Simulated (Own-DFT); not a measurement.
# Point defects and the pressure they add: 3C SiC

Source: density functional calculations with Own-DFT, an unreviewed in-house program that is no longer used. Nothing was measured or relaxed, and spin and spin-orbit coupling are left out.

Settings: PBE; PseudoDojo norm-conserving scalar-relativistic files; cutoff 42 hartree; 4 x 4 x 4 k mesh centred on Gamma; Fermi-Dirac smearing of 0.1 eV.

Keep in mind (not all hold for every row): a neutral cation vacancy leaves holes that likely carry spin, which these runs leave out; not probed for a lower state with spin; forces on such cells failed a check on a denser k mesh; forces on such cells passed a denser k mesh, each cell not checked; stress not checked against mesh or cutoff.

All runs share one cell, with vectors in Å (8.719, 0.000, 0.000); (0.000, 8.719, 0.000); (0.000, 0.000, 8.719) and a volume of 662.9 Å³. The atoms are randomly displaced, by u rms on each axis. The defect's site can differ from row to row.

```
                                     cell     formula   u (Å)  P (GPa)
                                no defect     C32Si32  0.0299     3.75
                                no defect     C32Si32  0.0303     3.88
                                no defect     C32Si32  0.0591     6.41
                           one Si vacancy     C32Si31  0.0296     3.07
                           one Si vacancy     C32Si31  0.0302     3.10
                           one Si vacancy     C32Si31  0.0450     3.67
                       one Si on a C site     C31Si33  0.0286    10.84
                       one Si on a C site     C31Si33  0.0290    11.29
                       one Si on a C site     C31Si33  0.0460    11.60
                            one C vacancy     C31Si32  0.0268     3.08
                            one C vacancy     C31Si32  0.0291     3.23
                            one C vacancy     C31Si32  0.0502     4.69
one Al on a Si site and one N on a C site  AlC31NSi31  0.0487     5.50
one Al on a Si site and one N on a C site  AlC31NSi31  0.0492     5.32
one Al on a Si site and one N on a C site  AlC31NSi31  0.0498     5.61
one Al on a Si site and one N on a C site  AlC31NSi31  0.0540        ?
```

## Analysis

P = P0 + c u² + a shift for each defect gives P0 = 3.18 GPa, c = 851 ± 84 GPa/Å² and a scatter of 0.25 GPa. The shifts, and each times the cell's volume:

- one Si on a C site: 7.00 ± 0.20 GPa, 28.9 eV
- one Al on a Si site and one N on a C site: 0.23 ± 0.21 GPa, 1.0 eV (not resolved)
- one C vacancy: -0.67 ± 0.20 GPa, -2.8 eV
- one Si vacancy: -0.98 ± 0.20 GPa, -4.0 eV

Against the defect-free cell, a freed cell would be larger where the shift is positive and smaller where it is negative (160.2 GPa Å³ is 1 eV). The atoms around the defects weren't relaxed, which would change these numbers.

## Test on the hidden row

Asked: what pressure belongs in the blank (one Al on a Si site and one N on a C site, u = 0.0540 Å)?

From the fit: 5.89 ± 0.29 GPa. Computed: 6.15 GPa.
